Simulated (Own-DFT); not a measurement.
# What a defect does to the pressure of its cell: C40 NbSi2

No measurement is shown. These are fixed-geometry runs of a retired plane-wave code named Own-DFT, which no person has reviewed; spin and spin-orbit coupling are neglected.

Method: PBE; PseudoDojo norm-conserving scalar-relativistic files; cutoff 42 hartree; 4 x 4 x 5 k mesh centred on Gamma; cold (Marzari-Vanderbilt) smearing of 0.2 eV.

Known weak points: forces on such cells failed a check on a denser k mesh; stress not checked against mesh or cutoff.

All runs share one cell, with vectors in Å (0.000, 8.324, 0.000); (-9.613, 0.000, 0.000); (0.000, 0.000, 6.586) and a volume of 527.0 Å³. Atoms were moved at random from their sites; u is the rms move along one axis. The defect's site can differ from row to row.

```
cell,formula,u (Å),P (GPa)
no defect,Nb12Si24,0.0186,1.45
no defect,Nb12Si24,0.0205,1.49
no defect,Nb12Si24,0.0551,2.81
two Si on a Nb site each,Nb10Si26,0.0312,1.66
two Si on a Nb site each,Nb10Si26,0.0325,1.79
two Si on a Nb site each,Nb10Si26,0.0501,?
two Si on a Nb site each,Nb10Si26,0.0509,2.40
two Nb vacancies,Nb10Si24,0.0292,-0.05
two Nb vacancies,Nb10Si24,0.0304,0.23
two Nb vacancies,Nb10Si24,0.0530,0.98
one Si vacancy,Nb12Si23,0.0286,1.09
one Si vacancy,Nb12Si23,0.0286,1.13
one Si vacancy,Nb12Si23,0.0487,1.77
two Nb on a Si site each,Nb14Si22,0.0319,7.54
two Nb on a Si site each,Nb14Si22,0.0498,8.36
two Nb on a Si site each,Nb14Si22,0.0561,9.03
```

## Fit

P = P0 + c u² + a shift for each defect gives P0 = 1.27 GPa, c = 510 ± 37 GPa/Å² and a scatter of 0.13 GPa. The shifts, and each times the cell's volume:

- two Nb on a Si site each: 5.91 ± 0.11 GPa, 19.4 eV (9.7 eV for each of its 2 sites)
- two Si on a Nb site each: -0.11 ± 0.11 GPa, -0.4 eV (-0.2 eV for each of its 2 sites) (not resolved)
- one Si vacancy: -0.63 ± 0.11 GPa, -2.1 eV
- two Nb vacancies: -1.67 ± 0.11 GPa, -5.5 eV (-2.7 eV for each of its 2 sites)

A positive shift means that the defect pushes the cell outwards. Shift times volume (160.2 GPa Å³ is 1 eV) depends little on the cell's size, so, taken for each site, it can be compared between cells at like pressure. The atoms around the defects weren't relaxed, which would change these numbers.

## Prediction

Asked: what pressure belongs in the blank (two Si on a Nb site each, u = 0.0501 Å)?

The fit gives 2.44 ± 0.16 GPa. DFT gave 2.45 GPa.
